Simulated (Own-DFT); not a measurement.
# Biaxial strain at fixed height in wurtzite GaN, 72 atoms (Ga36N36)

Source: density functional calculations with Own-DFT, an unreviewed in-house program that is no longer used. Nothing was measured or relaxed, and spin and spin-orbit coupling are left out.

Common settings: PBE; PseudoDojo norm-conserving scalar-relativistic files; cutoff 42 hartree; 4 x 4 x 3 k mesh centred on Gamma; Fermi-Dirac smearing of 0.1 eV.

Keep in mind: forces not confirmed at this smearing and k mesh; stress not checked against mesh or cutoff.

Unstrained cell vectors in Å: (9.567, 0.000, 0.000); (-4.784, 8.285, 0.000); (0.000, 0.000, 10.370). The unstrained cell has measured lattice constants (interpolated for alloys), not those of this functional. That, the random moves and any unrelaxed bonds set the pressure at no strain. Each run strains x and y alike by e, as a substrate would, and holds the height along z. Each atom got a random Gaussian move of width 0.05 Å along each axis. Stress is positive in tension.

| e (%) | u (Å) | (s_xx + s_yy)/2 (GPa) | s_zz (GPa) |
|---|---|---|---|
| -3.00 | 0.046 | -26.59 | -12.04 |
| -1.75 | 0.054 | -18.71 | -10.86 |
| -1.25 | 0.049 | -13.52 | -10.47 |
| 0.75 | 0.053 | -4.16 | -6.75 |
| 1.00 | 0.049 | ? | ? |
| 1.25 | 0.051 | -1.94 | -5.75 |
| 1.50 | 0.053 | 0.11 | -6.10 |
| 1.75 | 0.049 | 1.32 | -4.95 |
| 2.25 | 0.047 | 3.48 | -4.86 |
| 2.50 | 0.053 | 3.31 | -3.32 |

## Working it out

With e as a fraction, the in-plane stress is -7.5 + 536 e - 3407 e² GPa (errors 15 and 1057, scatter 0.78), and s_zz is -7.9 + 156 e GPa (slope ± 9, scatter 0.51). At e = 0 the first slope is C11 + C12 and the second 2 C13, both with the ions held to the strained lattice and at the cell's own pressure. The term in e² is negative: the layer stiffens under compression and softens under tension. A free layer would change its height as e changes, and the in-plane slope would drop by 2 C13²/C33 to the biaxial modulus. At fixed height, a misfit of 1 % moves the in-plane stress by about 5.4 GPa and s_zz by 1.6 GPa.

## Prediction

Question: what are the two stresses at e = 1.00 %?

The fitted form gives -2.4 and -6.4 GPa. The run itself gave -2.45 and -6.32 GPa.
